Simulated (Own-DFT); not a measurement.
# Misfit strain and the stress it brings: wurtzite AlGaN with randomly placed atoms, 72 atoms (Al9Ga27N36)

Everything here is calculated. The program is Own-DFT (plane waves, in-house, since retired, never reviewed by a person); positions were held fixed, and spin and spin-orbit coupling were off.

All runs used: PBE; PseudoDojo norm-conserving scalar-relativistic files (stringent for Ga); cutoff 96 hartree; 4 x 4 x 3 k mesh centred on Gamma; Gaussian smearing of 0.01 eV.

Limits: forces on such cells passed a denser k mesh, each cell not checked; stress not checked against mesh or cutoff.

Unstrained cell vectors in Å: (9.509, 0.000, 0.000); (-4.755, 8.235, 0.000); (0.000, 0.000, 10.268). The unstrained cell has measured lattice constants (interpolated for alloys), not those of this functional. That, the random moves and any unrelaxed bonds set the pressure at no strain. Each run strains x and y alike by e, as a substrate would, and holds the height along z. Each atom got a random Gaussian move of width 0.05 Å along each axis. The random placing of the alloy's atoms differs from row to row. Stress is positive in tension.

```
e (%),u (Å),(s_xx + s_yy)/2 (GPa),s_zz (GPa)
-2.75,0.050,-24.09,-11.88
-1.25,0.051,-15.09,-8.56
0.25,0.051,-6.24,-6.41
0.75,0.049,-2.80,-7.06
1.00,0.051,-1.28,-6.50
1.50,0.048,1.09,-5.35
1.75,0.048,2.57,-5.02
2.00,0.050,?,?
2.25,0.051,4.49,-6.42
3.00,0.051,6.90,-2.79
```

## Working it out

With e as a fraction, the in-plane stress is -7.0 + 563 e - 2632 e² GPa (errors 11 and 617, scatter 0.55), and s_zz is -7.6 + 132 e GPa (slope ± 18, scatter 0.92). At e = 0 the first slope is C11 + C12 and the second 2 C13, both with the ions held to the strained lattice and at the cell's own pressure. The term in e² is negative: the layer stiffens under compression and softens under tension. A free layer would change its height as e changes, and the in-plane slope would drop by 2 C13²/C33 to the biaxial modulus. At fixed height, a misfit of 1 % moves the in-plane stress by about 5.6 GPa and s_zz by 1.3 GPa.

## The run left out

The question: what are the two stresses at e = 2.00 %?

The fitted form gives 3.2 and -5.0 GPa. The run itself gave 2.72 and -3.50 GPa.
